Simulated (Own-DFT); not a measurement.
SiC (3C silicon carbide, strained, atoms displaced), GaP (zincblende, strained, atoms displaced) (calculated)

Computed with Own-DFT development build. A calculation, not a measurement: plane-wave PBE density functional theory by an unreviewed code, no spin, of a simulated periodic cell, stress positive in tension, free energy of the whole cell less one offset for each atom, forces on such cells passed a denser k mesh, this cell's mesh not checked; offsets are fitted by least squares, one for each functional and potential file, so energies compare only between cells with the same atoms and settings and are not formation energies; the far tail of each file's local potential was reset to the Coulomb form; each entry is a single point on an unrelaxed cell, so the pressure reflects the starting lattice, mostly measured values (interpolated for alloys), from which strain is counted, and rises with the displacements; printed positions are rounded, which can move forces by about a meV/angstrom; the program, named Own-DFT, is a retired in-house code; no spin-orbit coupling.

Settings shared by all entries: functional PBE; potential files PseudoDojo norm-conserving, scalar-relativistic, standard set; wave cutoff 42 hartree; occupations Fermi-Dirac; smearing width 0.1 eV.

(1) 
```xyz
96
Lattice="12.8906 0.0270 -0.2180 0.0180 8.8432 -0.0055 -0.1453 -0.0055 8.8023" Properties=species:S:1:pos:R:3:force_x:R:1:force_y:R:1:force_z:R:1 formula=SiC hardware=one_NVIDIA_H200 k_mesh=3_x_4_x_4_centred_on_Gamma free_energy_of_cell_above_offsets=-7.420 pressure=3.36 stress_xx=-7.05 stress_yy=-0.86 stress_zz=-2.16 stress_yz=0.52 stress_xz=-9.11 stress_xy=0.19 wall_time=536.3
Si    -0.1253     8.7747     8.7799        0.2     -0.211     -0.389
Si     0.0362     2.2077     2.1415     -0.415      -0.86      1.179
Si     2.1483     0.0507     2.1482       -1.4     -1.585     -0.245
Si     1.9580     2.1616     8.7556      0.128      1.358     -0.215
C      1.0582     1.0422     1.0230     -0.263      1.188      1.264
C      1.0962     3.3178     3.2474     -1.374      0.077      0.412
C      3.1792     1.1320     3.1543     -0.915     -0.535      2.525
C      3.2211     3.3650     0.9365     -0.627     -1.096      1.836
Si    12.8200     8.8599     4.2146      0.273      0.052     -1.701
Si    12.7473     2.2589     6.3705      1.322     -1.307      0.592
Si     1.9881     0.0658     6.4995      1.807     -4.008      2.192
Si     2.0487     2.2218     4.4082      1.004     -0.358     -0.781
C      0.9885     1.0237     5.4890     -1.348      3.602     -1.682
C      0.9125     3.3380     7.6717      0.421     -0.804     -0.085
C      2.9527     1.1189     7.6338      3.391       0.22     -0.249
C      3.1882     3.3435     5.4592     -1.419     -0.815      0.169
Si     0.0322     4.3908     0.0051     -0.344      0.693      -0.23
Si    -0.0077     6.6826     2.2186      0.195     -0.262     -1.803
Si     2.1052     4.4714     2.1621      1.011     -0.654     -0.421
Si     2.2272     6.5832     0.0258     -1.063      0.552     -3.216
C      1.0920     5.5547     1.0100     -0.792     -0.356      1.824
C      1.0875     7.6965     3.2891     -0.748      2.235     -0.537
C      3.1591     5.5125     3.3317      1.195        0.2     -1.848
C      3.1239     7.7958     0.9727      3.233     -0.127      2.002
Si    12.7774     4.4300     4.1841      1.198      0.889     -0.067
Si    12.6781     6.7002     6.4638      4.513     -0.842     -1.165
Si     1.9984     4.3838     6.5307      1.035      1.253      0.783
Si     2.1024     6.6283     4.3385     -0.825      -1.25      1.557
C      0.9931     5.5562     5.5405     -1.385     -0.363     -1.329
C      1.0395     7.6971     7.6487      -1.56        0.4      0.797
C      3.1409     5.5535     7.6098     -0.443      0.069     -0.092
C      3.1022     7.6336     5.4567      1.254       3.26     -0.568
Si     4.1638     0.0237     8.7221     -0.153      0.114     -0.589
Si     4.1959     2.1676     2.1404      2.182      2.203     -1.581
Si     6.4532     8.8532     2.0236       2.18     -0.451      1.938
Si     6.4590     2.2787    -0.0775      0.188     -0.715     -0.458
C      5.4684     1.1255     1.0922     -2.994      0.956     -2.643
C      5.3364     3.2678     3.2075     -0.758      1.269     -0.129
C      7.5298     1.1658     3.1469     -1.771     -1.591      1.339
C      7.5785     3.3385     1.0102      -1.03      0.465     -0.279
Si     4.2279     0.0203     4.2857      -1.01     -0.954       0.17
Si     4.2369     2.2053     6.4967     -2.179      1.178       2.11
Si     6.3408     0.0882     6.4483     -1.362     -2.459     -2.733
Si     6.3909     2.2468     4.3111     -1.425     -2.251     -1.599
C      5.1265     1.1711     5.3807      3.508     -1.254     -0.485
C      5.2641     3.3872     7.6036     -0.021     -1.231      0.206
C      7.3221     1.0110     7.4787      2.464      4.622      3.614
C      7.3767     3.2661     5.3409      1.467      2.353      1.903
Si     4.1193     4.4641     8.6695      0.812      -0.76      0.092
Si     4.3208     6.6618     2.1444     -1.031     -0.387     -0.668
Si     6.4242     4.4474     2.1442     -1.165     -1.268     -1.832
Si     6.3716     6.6406     8.6744     -0.352     -0.102      -0.77
C      5.3796     5.4989     0.9342       0.28      1.371      1.276
C      5.4097     7.8091     3.1927      -0.92     -0.345     -0.342
C      7.3884     5.5811     3.1245      2.179      0.173      0.667
C      7.6768     7.7443     0.9183     -4.518      1.035     -0.403
Si     4.2498     4.3829     4.3728      0.265      0.599     -0.975
Si     4.2567     6.6699     6.5071     -0.375     -0.626      0.436
Si     6.3408     4.4506     6.5188     -0.252     -0.857     -1.353
Si     6.3827     6.6333     4.2486      0.808      0.903      1.279
C      5.3263     5.5426     5.3966     -0.167      0.232     -0.029
C      5.3876     7.8171     7.5337     -1.911     -0.951      1.317
C      7.4164     5.5242     7.4768      0.804      0.199      2.262
C      7.5513     7.8203     5.3268     -2.837     -1.855      0.673
Si     8.5369     0.0502    -0.1060          2      0.929     -1.446
Si     8.5362     2.2883     2.1956      1.468     -1.374     -3.027
Si    10.7317     0.0368     2.0698     -0.764     -0.507     -0.242
Si    10.6310     2.2260     8.6042      0.352     -1.992      0.643
C      9.7017     1.0815     0.9824     -1.561      1.839     -1.016
C      9.6543     3.3271     3.1337     -0.066      1.415      1.205
C     11.7143     1.2099     3.0933      2.217     -1.238      0.237
C     11.8332     3.2935     0.9082     -0.118      1.407     -0.755
Si     8.5579     8.8231     4.2457      0.476      1.062     -1.156
Si     8.4475     2.2296     6.4735      1.104     -1.201     -0.419
Si    10.6852     8.7431     6.3963     -1.545      2.884      0.543
Si    10.6754     2.2168     4.2320      -0.78     -0.268      0.419
C      9.5318     1.1021     5.2974      1.432      0.531      1.319
C      9.6465     3.3144     7.5399     -2.672      0.704      0.285
C     11.7750     1.1254     7.4627     -1.665      -0.73       0.42
C     11.7407     3.2695     5.3104     -1.119      2.171     -0.718
Si     8.6234     4.4672    -0.0794      0.008     -0.654     -1.031
Si     8.5666     6.6987     1.9291      1.698     -1.509      4.843
Si    10.7243     4.3881     1.9856      0.503      1.085      1.079
Si    10.5998     6.6627     8.5583     -0.711     -0.053      1.625
C      9.6225     5.5473     1.0538      1.281     -0.415     -2.914
C      9.6695     7.7541     3.1750     -0.704      0.056     -1.044
C     11.8199     5.6492     3.0107     -1.141     -2.472      1.754
C     11.7234     7.7801     0.9194      1.893     -0.218     -0.616
Si     8.4699     4.4095     4.2536      1.022      0.796     -0.446
Si     8.5068     6.6240     6.4607     -0.224      0.823      -1.34
Si    10.5883     4.4645     6.4668      1.813     -0.699     -1.222
Si    10.7148     6.6671     4.2293      0.137     -0.564     -0.865
C      9.6397     5.5541     5.3181     -1.251     -0.301      0.167
C      9.4319     7.7824     7.5430      2.445     -0.614     -0.015
C     11.7408     5.5701     7.4750       -2.1     -0.926      1.554
C     11.8044     7.7629     5.3160     -1.593     -0.191     -0.746
```

Units: free_energy_of_cell_above_offsets in eV; pressure, stress_xx, stress_yy, stress_zz, stress_yz, stress_xz, stress_xy in GPa; wall_time in s; force_x, force_y, force_z in eV/Å.

(2) 
```xyz
64
Lattice="10.8620 0.0000 0.0000 0.0000 10.8620 0.0000 0.0000 0.0000 10.9439" Properties=species:S:1:pos:R:3:force_x:R:1:force_y:R:1:force_z:R:1 formula=GaP hardware=one_NVIDIA_H100 k_mesh=3_x_3_x_3_centred_on_Gamma free_energy_of_cell_above_offsets=-35.041 pressure=3.15 stress_xx=-3.34 stress_yy=-3.33 stress_zz=-2.78 stress_yz=0.03 stress_xz=-0.04 stress_xy=-0.31 wall_time=507
Ga     0.0312    10.8530    10.8922     -0.468      0.052      0.513
Ga     0.0110     2.7282     2.7163     -0.194     -0.155     -0.476
Ga     2.6964    10.8491     2.7351      0.616      0.026     -0.037
Ga     2.7445     2.7419    10.9099     -0.409     -0.058      0.995
P      1.3753     1.3263     1.3929      -0.17      0.474     -0.746
P      1.3771     4.0135     4.0552     -0.631      0.756      0.608
P      4.0605     1.4113     4.1035      0.132     -0.749      0.057
P      4.1067     4.0582     1.3828     -0.825      0.608     -0.082
Ga    10.8509     0.0695     5.4722      0.325     -1.045      0.257
Ga     0.0067     2.7310     8.2521      0.015     -0.129     -0.709
Ga     2.7467     0.0207     8.2091      0.295      0.105      0.084
Ga     2.6868     2.7334     5.4403      0.484      0.008      0.471
P      1.3952     1.3407     6.8045     -0.229       0.49      0.639
P      1.3788     4.0749     9.5936     -0.215      0.205     -0.045
P      4.0891     1.4272     9.6478      0.452      -0.89     -0.975
P      4.0850     4.1349     6.8293     -0.194     -1.124      0.032
Ga     0.0134     5.5025    10.9120      0.053     -0.445     -0.084
Ga     0.0295     8.1018     2.7479     -0.491      0.581      0.029
Ga     2.6595     5.4267     2.7822       0.65      0.224     -0.594
Ga     2.7161     8.1562    10.9302     -0.198     -0.342      -0.33
P      1.3150     6.8034     1.3546      0.797      -0.13      0.052
P      1.3689     9.5162     4.0841     -0.313     -0.141      0.431
P      4.0702     6.7975     4.1313     -0.337     -0.319     -0.074
P      4.0580     9.4839     1.3015      0.056      0.072      0.996
Ga     0.0052     5.4375     5.4871      0.401     -0.039     -0.583
Ga     0.0068     8.1456     8.2061       0.04     -0.097     -0.156
Ga     2.7643     5.3857     8.2334     -0.384      0.635     -0.097
Ga     2.6970     8.1525     5.4868      0.178      0.172     -0.072
P      1.3635     6.7840     6.8334      0.213     -0.173      0.391
P      1.3546     9.5126     9.5383      0.336      -0.15      0.035
P      4.1040     6.7715     9.5763      -0.09      0.288      0.027
P      4.1195     9.5081     6.8341      -0.55      0.155      0.112
Ga     5.4431    10.8048     0.0132      0.121      0.699      -0.06
Ga     5.3934     2.7346     2.7299      0.236     -0.181      0.288
Ga     8.1870    10.8496     2.6831      -0.43      0.139      0.556
Ga     8.2072     2.7401     0.0378     -0.765     -0.313     -0.351
P      6.7572     1.3942     1.4076      0.518     -0.364     -0.418
P      6.7408     4.0873     4.0990      0.346      -0.38      0.175
P      9.5856     1.3406     4.0950     -1.285      0.591      -0.27
P      9.5327     4.1201     1.2961      0.135     -0.045      0.944
Ga     5.4500     0.0014     5.4795     -0.175      0.174     -0.435
Ga     5.4697     2.7525     8.2144     -0.286     -0.008      0.048
Ga     8.1552     0.0491     8.2150     -0.307     -0.685     -0.245
Ga     8.1349     2.7329     5.4991      0.255     -0.182     -0.569
P      6.7922     1.3543     6.8432     -0.062      0.201       0.05
P      6.7780     4.1175     9.6198      0.535     -0.499      -0.28
P      9.4645     1.3506     9.5378      0.637      0.405       0.71
P      9.5284     4.1068     6.7878     -0.358     -0.312      0.969
Ga     5.4380     5.4155     0.0315     -0.118      0.375      0.103
Ga     5.3947     8.1261     2.7637      0.142      0.021     -0.616
Ga     8.1118     5.4013     2.7526       0.44      0.342     -0.233
Ga     8.1002     8.1700    10.9171      0.672     -0.562      0.124
P      6.8174     6.7968     1.3437     -0.425     -0.072      0.469
P      6.7546     9.4763     4.0916       0.62      0.395      0.019
P      9.5193     6.7905     4.1210      -0.23     -0.247     -0.149
P      9.4687     9.4588     1.3513      0.798      0.167     -0.203
Ga     5.4235     5.4088     5.4907      0.029       0.51      -0.37
Ga     5.4619     8.1727     8.1777     -0.262     -0.197      0.406
Ga     8.1425     5.4582     8.2490     -0.252     -0.199     -0.752
Ga     8.1512     8.1319     5.4955     -0.059      0.293      -0.21
P      6.7352     6.8147     6.8053      0.728     -0.448      0.413
P      6.8132     9.4900     9.5844     -0.294      0.538     -0.574
P      9.5198     6.7744     9.5448     -0.237      0.675      0.258
P      9.5044     9.5036     6.8793      -0.01      0.306     -0.467
```

Units: free_energy_of_cell_above_offsets in eV; pressure, stress_xx, stress_yy, stress_zz, stress_yz, stress_xz, stress_xy in GPa; wall_time in s; force_x, force_y, force_z in eV/Å.
